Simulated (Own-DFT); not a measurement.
## Calculated data, Si$_{23}$GeO$_{48}$ (quartz with substituted atoms, atoms displaced)

A calculation, not a measurement: plane-wave PBE and HSE06 DFT by an unreviewed code, no spin, of a simulated cell at Gamma alone, so results move with cell size and shape, stress positive in tension, energies less offsets, not probed for a lower state with spin; oxygen file: force components 24 meV/angstrom off all-electron in a glass; k mesh not checked against a denser one; forces and stress are PBE's, HSE06 gives the energy alone, and its difference from PBE has offsets of its own; offsets are fitted by least squares, one for each functional and potential file, so energies compare only between cells with the same atoms and settings and are not formation energies; the far tail of each file's local potential was reset to the Coulomb form; each entry is a single point on an unrelaxed cell, so the pressure reflects the starting lattice, mostly measured values (interpolated for alloys), from which strain is counted, and rises with the displacements; printed positions are rounded, which can move forces by about a meV/angstrom; the program, named Own-DFT, is a retired in-house code; no spin-orbit coupling. Program: Own-DFT development build.

Common to all runs: first functional PBE; second functional HSE06; exact exchange share 0.25; screening 0.11 1/bohr; exchange divergence Gygi-Baldereschi; potential files PseudoDojo norm-conserving, scalar-relativistic, made for PBE, standard set; wave cutoff 48 hartree; occupations fixed; k mesh 1 x 1 x 1 centred on Gamma.

(1) 
```xyz
72
Lattice="9.8268 0.0000 0.0000 -4.9134 8.5103 0.0000 0.0000 0.0000 10.8104" Properties=species:S:1:pos:R:3:force_x:R:1:force_y:R:1:force_z:R:1 formula=Si23GeO48 PBE_energy_of_cell_above_offsets=-14.030 HSE06_less_PBE_above_offsets=-0.283 PBE_pressure=12.58 PBE_stress_xx=-12.02 PBE_stress_yy=-14.59 PBE_stress_zz=-11.14 PBE_stress_yz=-0.24 PBE_stress_xz=2.31 PBE_stress_xy=-0.84
Si    -2.5241     8.5084     0.0003     -3.877      2.198     -0.785
Si    -1.1562     2.0458     3.5676       1.61     -0.836      2.349
Si     1.2714     2.2862     1.8511      3.313     -1.552     -3.138
O      1.3218     1.1733     0.6975      1.604     -2.039     -1.837
O      2.7233     2.4672     2.4611      1.487      0.961      0.643
O      3.1916     0.6293     4.2217     -0.851      -2.58      1.559
O     -1.0741     3.1201     4.7805      0.851      0.534      0.167
O      0.3154     1.8609     2.9137     -3.757     -1.552      4.372
O      0.7492     3.5655     1.1462      0.693       2.55      0.098
Si    -2.6158     8.4166     5.4323     -0.328      3.246     -1.518
Si    -1.0700     1.9653     9.0413     -6.502      3.759     -0.092
Si     1.2606     2.3328     7.1921      2.477     -4.609      0.995
O      1.3957     1.1406     5.9974     -0.585      1.219      1.319
O      2.7656     2.4839     7.8555      -0.58      0.435     -0.199
O      3.2496     0.6160     9.6146      1.174      1.314     -0.457
O     -1.0450     3.2487    10.0756      0.357     -1.049      0.496
O      0.2455     1.7821     8.3627      5.445     -0.859     -2.712
O      0.7353     3.6826     6.6445      0.582       1.58     -0.101
Si    -0.0108     4.3229     0.0225      -6.48      -2.91       2.32
Si    -3.5299     6.3056     3.6057       -5.5     -3.825     -2.039
Si    -1.1592     6.4895     1.7632     -1.476      2.323      2.759
O     -1.0307     5.4292     0.6841      0.366      -2.92     -2.608
O      0.2393     6.7098     2.4571      2.638      0.599      1.223
O      0.7513     4.8618     4.1348      0.487      -0.71      1.162
O     -3.5239     7.3268     4.7232     -0.432      2.768      3.339
O     -2.1666     6.0947     2.9928      4.121     -0.827     -2.117
O     -1.7302     7.8769     1.1662      1.752     -0.693      1.724
Si    -0.0536     4.2559     5.4102     -3.332      0.029      -2.12
Si    -3.5621     6.2433     8.9855     -3.742       2.22       0.54
Ge    -1.1699     6.4593     7.1344      1.854      -0.15      5.166
O     -1.1073     5.3590     6.0006      0.749     -4.719     -5.035
O      0.3461     6.7707     7.8230      2.666      0.118      1.695
O      0.6830     4.9710     9.6983      4.212      2.207     -4.297
O     -3.5189     7.4096    10.1484     -0.316     -0.304     -0.604
O     -2.1565     6.0241     8.4241      1.361     -1.275      0.348
O     -1.6692     7.8579     6.5471     -1.252      4.887     -1.418
Si     7.2665     0.0424    10.6717      -3.26     -0.862      7.665
Si     3.6919     1.9920     3.6752      2.766      0.227         -3
Si     6.2600     2.2289     1.8092     -2.994      1.003     -1.028
O      6.3117     1.1896     0.5873      0.762     -1.055     -0.968
O      7.6743     2.4561     2.4558     -0.102      1.352     -1.321
O      8.2266     0.6381     4.2126     -0.959       -1.4      0.675
O      3.7954     3.0935     4.8226     -1.238      -0.73     -0.317
O      5.2370     1.7047     2.9676     -1.594       0.45      0.905
O      5.6584     3.5991     1.0951     -0.033     -0.235      0.446
Si     2.2524     8.4818     5.3091      6.878      5.596      4.616
Si     3.8478     2.0701     9.0272     -1.111     -7.448     -6.458
Si     6.2023     2.2891     7.1941      4.475     -4.252     -0.201
O      6.3498     1.1073     6.0540     -0.793      0.474     -0.073
O      7.6742     2.5445     7.7889      2.095     -0.875      2.259
O      8.1159     0.5783     9.5877      3.802      2.107     -4.075
O      3.9019     3.0618    10.0953     -1.109      3.963      4.396
O      5.2850     1.7066     8.2929     -3.284     -0.685      3.131
O      5.7708     3.5573     6.5538     -3.764      6.097     -3.845
Si     4.6495     4.2474    10.7753      7.292     -1.551     -0.751
Si     1.3554     6.2348     3.5659     -7.492      2.393      3.063
Si     3.6872     6.5029     1.7990      3.576      1.159     -0.934
O      3.8625     5.3518     0.5832     -4.455      4.722      3.372
O      5.2370     6.7479     2.4012     -1.483     -0.327     -0.109
O      5.7349     4.8803     4.2237     -1.457     -0.661      1.337
O      1.3987     7.3815     4.8586     -4.146     -6.932     -4.312
O      2.7094     6.0854     3.0145      5.981     -1.186      -2.69
O      3.2066     7.9272     1.1755     -0.066     -0.484     -0.715
Si     4.6603     4.2448     5.4249       6.38     -0.203     -0.913
Si     1.3447     6.2801     9.0508      0.524      1.426     -2.284
Si     3.8000     6.5565     7.1882     -2.418     -3.902      -1.53
O      3.8123     5.3306     6.0809     -1.823      1.966        0.7
O      5.1637     6.7023     7.7556      7.562      0.185      3.806
O      5.7049     4.9427     9.6630     -1.658     -2.188       1.05
O      1.3452     7.3999    10.2889     -0.639     -2.318     -2.202
O      2.8089     5.9833     8.2662     -3.606     -0.837      3.896
O      3.3303     7.8716     6.6640     -3.401      5.472     -4.785
```

Units: PBE_energy_of_cell_above_offsets, HSE06_less_PBE_above_offsets in eV; PBE_pressure, PBE_stress_xx, PBE_stress_yy, PBE_stress_zz, PBE_stress_yz, PBE_stress_xz, PBE_stress_xy in GPa; force_x, force_y, force_z in eV/Å.

(2) 
```xyz
72
Lattice="9.8268 0.0000 0.0000 -4.9134 8.5103 0.0000 0.0000 0.0000 10.8104" Properties=species:S:1:pos:R:3:force_x:R:1:force_y:R:1:force_z:R:1 formula=Si23GeO48 PBE_energy_of_cell_above_offsets=-15.365 HSE06_less_PBE_above_offsets=-0.422 PBE_pressure=12.79 PBE_stress_xx=-12.68 PBE_stress_yy=-11.8 PBE_stress_zz=-13.9 PBE_stress_yz=-0.71 PBE_stress_xz=-0.57 PBE_stress_xy=-0.83
Si    -2.6183     8.4967     0.0481     -3.013       2.33      -6.64
Si     8.6464     1.9355     3.6667      1.616      6.024     -1.384
Si     1.2244     2.1626     1.7777       4.87      5.984     -0.433
O      1.4035     1.1213     0.6616     -1.489     -0.395     -1.099
O      2.8095     2.5048     2.5062     -5.128      0.716     -4.126
O      3.2207     0.6102     4.2445      0.884      1.095     -1.641
O     -1.0943     3.1389     4.8500     -0.285     -1.991      -1.52
O      0.2853     1.7806     2.8894     -4.175     -1.665      4.092
O      0.8093     3.6677     1.1234      0.422     -1.756      0.713
Si     2.3172     0.0138     5.3715      -3.09      1.574      0.739
Ge     8.5745     2.0010     9.0738      2.576      4.223     -2.048
Si     1.2375     2.3190     7.2564      0.836     -3.606       0.93
O      1.4024     1.2275     6.0893     -0.035     -1.737     -1.571
O      2.7146     2.4852     7.8398      1.757      0.582       1.84
O      3.1733     0.6329     9.6831      1.533      1.715     -0.912
O     -1.0984     3.1897    10.1957     -1.369      1.211      1.853
O      0.2199     1.7092     8.3971      4.362      -0.04     -1.962
O      0.7815     3.5927     6.4968      3.073     -0.414      4.555
Si    -0.1709     4.2752    10.7920      1.373      -0.49      2.283
Si     6.1948     6.2803     3.6381     -2.591     -1.312      0.415
Si    -1.1746     6.5300     1.8141     -0.562     -0.476      0.113
O     -1.0806     5.3780     0.6365     -1.427      2.506      1.553
O      0.3979     6.7044     2.3744     -4.404      1.157     -3.221
O      0.8445     4.8065     4.3006      0.499      2.249     -1.327
O     -3.5914     7.3540     4.7919      0.164      1.397      1.041
O     -2.2457     5.9750     3.0052      4.421      0.536     -2.692
O     -1.7777     7.9397     1.0971      5.885     -5.307      7.299
Si    -0.0938     4.2516     5.5134     -2.268      0.673      -6.98
Si     6.1756     6.2789     9.0053      1.066      0.398      -2.55
Si    -1.1924     6.4451     7.1932     -1.426       3.26     -0.881
O     -1.0177     5.3567     6.0551     -2.113      1.581      0.464
O      0.1776     6.7775     7.8454       4.68     -0.415      3.091
O      0.7769     4.9053     9.7081      0.897     -0.467     -1.154
O     -3.5002     7.4119    10.0879     -1.121      0.256      0.683
O     -2.1586     5.9700     8.3689     -1.681     -0.236        0.5
O     -1.7197     7.9538     6.5066      2.292     -3.725      3.123
Si     2.2328     8.4653     0.0077      2.998      4.131      1.794
Si     3.7663     2.0464     3.6000       0.62     -1.842      2.715
Si     6.2827     2.2199     1.7571     -4.376      3.578      5.032
O      6.2985     1.1487     0.7192       0.06     -4.148     -4.143
O      7.6013     2.5560     2.5075      2.983     -0.426      1.669
O      8.0829     0.6539     4.2691      1.702     -1.177     -1.931
O      3.8727     3.1472     4.7686     -0.901     -0.847     -0.161
O      5.1471     1.6379     2.9660      3.459      0.645     -2.236
O      5.7359     3.6591     1.1553      0.239      -0.89      0.064
Si     7.3059     0.0396     5.4220     -3.353     -4.487      1.816
Si     3.8029     2.0299     9.0315     -3.232     -2.253     -1.643
Si     6.2249     2.2292     7.1489     -1.037      1.413      1.421
O      6.3070     1.0708     6.0689     -0.973      0.897       0.04
O      7.6805     2.5046     7.8131     -3.359      1.767     -3.931
O      8.0592     0.6899     9.6969      -3.28     -8.478      4.078
O      3.8933     3.1789    10.1170     -3.235     -3.503     -1.608
O      5.2097     1.7150     8.3857      1.738      0.176     -1.119
O      5.6411     3.6478     6.5621       1.23     -1.295      1.381
Si     4.7487     4.1796    10.8039      3.411      5.769      2.079
Si     1.2829     6.2881     3.5520      2.974     -3.543      3.779
Si     3.6951     6.5201     1.7687      4.477     -1.954     -1.348
O      3.8090     5.3770     0.5547     -0.271      0.958      1.148
O      5.1925     6.7917     2.4918     -1.487      0.129     -1.452
O      5.6742     4.8524     4.2806      2.001      1.888     -2.317
O      1.3569     7.4140     4.6904      1.099      1.014      0.872
O      2.7878     5.9950     2.8755     -3.355     -0.989      3.249
O      3.1942     7.8518     1.1369     -0.204      2.051     -0.482
Si     4.7631     4.2968     5.3959     -0.908     -1.354      0.828
Si     1.3705     6.2050     9.0774     -4.097      2.492     -2.427
Si     3.7955     6.4604     7.2279     -4.638      0.717      -3.13
O      3.8149     5.4010     6.0195     -1.131      0.661      0.515
O      5.1732     6.7279     7.7277      5.892       0.61       3.56
O      5.6277     4.9639     9.6252     -0.695      -2.35      1.117
O      1.4237     7.3821    10.1894     -3.223     -3.606     -2.066
O      2.7272     6.0388     8.3588      1.658     -0.714     -0.405
O      3.2734     7.9005     6.5921      0.182     -0.477      0.106
```

Units: PBE_energy_of_cell_above_offsets, HSE06_less_PBE_above_offsets in eV; PBE_pressure, PBE_stress_xx, PBE_stress_yy, PBE_stress_zz, PBE_stress_yz, PBE_stress_xz, PBE_stress_xy in GPa; force_x, force_y, force_z in eV/Å.

(3) 
```xyz
72
Lattice="9.8268 0.0000 0.0000 -4.9134 8.5103 0.0000 0.0000 0.0000 10.8104" Properties=species:S:1:pos:R:3:force_x:R:1:force_y:R:1:force_z:R:1 formula=Si23GeO48 PBE_energy_of_cell_above_offsets=-13.622 HSE06_less_PBE_above_offsets=-0.167 PBE_pressure=11.88 PBE_stress_xx=-11.57 PBE_stress_yy=-12.93 PBE_stress_zz=-11.13 PBE_stress_yz=4.14 PBE_stress_xz=2.35 PBE_stress_xy=-0.5
Si    -2.6010     8.4722    10.8033     -2.267     -1.912      1.633
Si    -1.0083     1.9995     3.5826     -6.213      1.168      1.718
Si     1.2619     2.3189     1.8320      5.501     -2.147     -4.141
O      1.3549     1.0182     0.6649     -0.832      2.765      1.572
O      2.7642     2.4481     2.4488     -1.762      0.726     -1.109
O      3.3562     0.6692     4.2630     -4.164     -6.021      2.939
O     -1.0759     3.2086     4.7584      0.453     -1.659     -1.906
O      0.2951     1.7001     2.8110     -1.006     -1.832      2.839
O      0.8709     3.6814     1.1784     -0.549      1.068     -0.258
Si    -2.7079     8.4766     5.3781      3.551      2.806      0.013
Si     8.6619     1.8767     9.0147      2.371      9.327     -1.341
Si     1.3066     2.3048     7.2276     -0.551     -0.328      0.468
O      1.3834     1.1845     6.0752     -0.623     -1.246     -1.174
O      2.8171     2.5303     7.7439     -2.066      1.132     -1.488
O      3.1926     0.6220     9.6998     -1.895      -7.15       2.48
O     -1.0924     3.1452    10.0951      0.199     -0.666      0.934
O      0.2785     1.8223     8.4167      3.042     -0.678      -1.49
O      0.7353     3.6347     6.5738     -0.488      1.784     -0.905
Si    -0.1029     4.2541     0.0163     -3.747     -2.901      1.231
Si     6.2139     6.2553     3.6122     -3.234     -1.478     -1.773
Si    -1.2430     6.5442     1.7791      3.918     -6.578      1.813
O     -1.0808     5.3772     0.5612     -1.204      2.217      2.392
O      0.3558     6.7319     2.3946     -2.673     -0.084     -0.939
O      0.8548     4.9199     4.2489     -1.088     -4.075      1.776
O     -3.6090     7.3407     4.7438     -0.245      1.386      1.276
O     -2.2369     5.9591     2.9441       2.84      0.021     -1.089
O     -1.6331     7.8508     1.1990     -2.202      5.205     -3.216
Si    -0.1541     4.3896     5.3898      3.706     -6.436     -0.911
Si     6.1902     6.2514     8.9916      1.825      1.207      0.295
Si    -1.1522     6.4777     7.2393     -2.771      2.439     -5.061
O     -1.0729     5.4020     5.9453     -3.932      5.376      3.632
O      0.2332     6.7052     7.8240      3.198      0.673      1.515
O      0.6833     4.8132     9.6753       4.25       3.94     -4.969
O     -3.6441     7.3174    10.1690      1.833       2.29      1.287
O     -2.1731     6.0441     8.3330     -0.636     -0.666      0.904
O     -1.5826     8.0032     6.4412      0.165     -3.342      2.107
Si     2.3572     8.4714     0.1136     -4.497      3.449     -5.704
Si     3.7287     1.9691     3.6214      3.257       3.07     -1.899
Si     6.2622     2.2275     1.8274     -2.581      3.273      3.219
O      6.3096     1.2146     0.7176      1.395     -6.193      -5.43
O      7.7036     2.4981     2.3662      3.593     -0.085      2.603
O      8.1427     0.6214     4.2300      1.296      0.876     -0.263
O      3.8325     3.0684     4.7593      0.723      2.946      1.585
O      5.1910     1.7062     2.9317      0.332      0.224      0.114
O      5.7044     3.5992     1.1792     -0.988      1.613     -1.386
Si     2.3258     8.4736     5.4174     -0.668       3.39       2.14
Ge     3.7275     1.8937     8.9978     -4.726      7.659      1.224
Si     6.2437     2.3338     7.2811     -1.407     -4.265       -1.1
O      6.1540     1.2086     6.0307      2.538     -1.549      0.405
O      7.7239     2.4689     7.8380     -0.758      0.573     -0.428
O      8.1514     0.6560     9.5842     -4.336     -8.885      5.518
O      3.8025     3.1568    10.2136     -1.931     -1.167     -0.546
O      5.1176     1.7144     8.4059      12.13     -0.559     -4.932
O      5.6501     3.5571     6.5015      1.628      0.946      2.826
Si     4.7480     4.2256    10.7662      1.687      3.281        3.8
Si     1.2667     6.1962     3.5825      2.321      6.346     -0.355
Si     3.6653     6.5669     1.8149      5.413     -0.458     -0.942
O      3.8238     5.5133     0.6639      0.704     -2.962     -2.513
O      5.2085     6.7465     2.4085      -0.21       0.13      0.765
O      5.6996     4.8775     4.3103      1.277      1.006     -1.456
O      1.3657     7.4160     4.8127     -1.509     -3.434     -2.471
O      2.7514     6.1052     2.9253      -2.74     -1.338      3.341
O      3.2957     7.9543     1.1521      2.134     -0.051      2.615
Si     4.8133     4.2752     5.4449     -4.309     -1.402     -2.455
Si     1.2510     6.2762     9.0034      0.374     -3.208     -0.162
Si     3.7891     6.4469     7.2136     -0.562      1.924      2.015
O      3.8535     5.4279     6.0763      0.348     -2.946     -2.614
O      5.2575     6.6891     7.8293     -1.394      0.891     -1.754
O      5.6981     4.9686     9.6598     -1.353     -4.069      1.312
O      1.3668     7.2878    10.1967      1.053      2.874      2.181
O      2.6883     6.0337     8.3025     -0.337     -0.744       1.13
O      3.2349     7.8062     6.6276     -0.607      2.515     -1.433
```

Units: PBE_energy_of_cell_above_offsets, HSE06_less_PBE_above_offsets in eV; PBE_pressure, PBE_stress_xx, PBE_stress_yy, PBE_stress_zz, PBE_stress_yz, PBE_stress_xz, PBE_stress_xy in GPa; force_x, force_y, force_z in eV/Å.
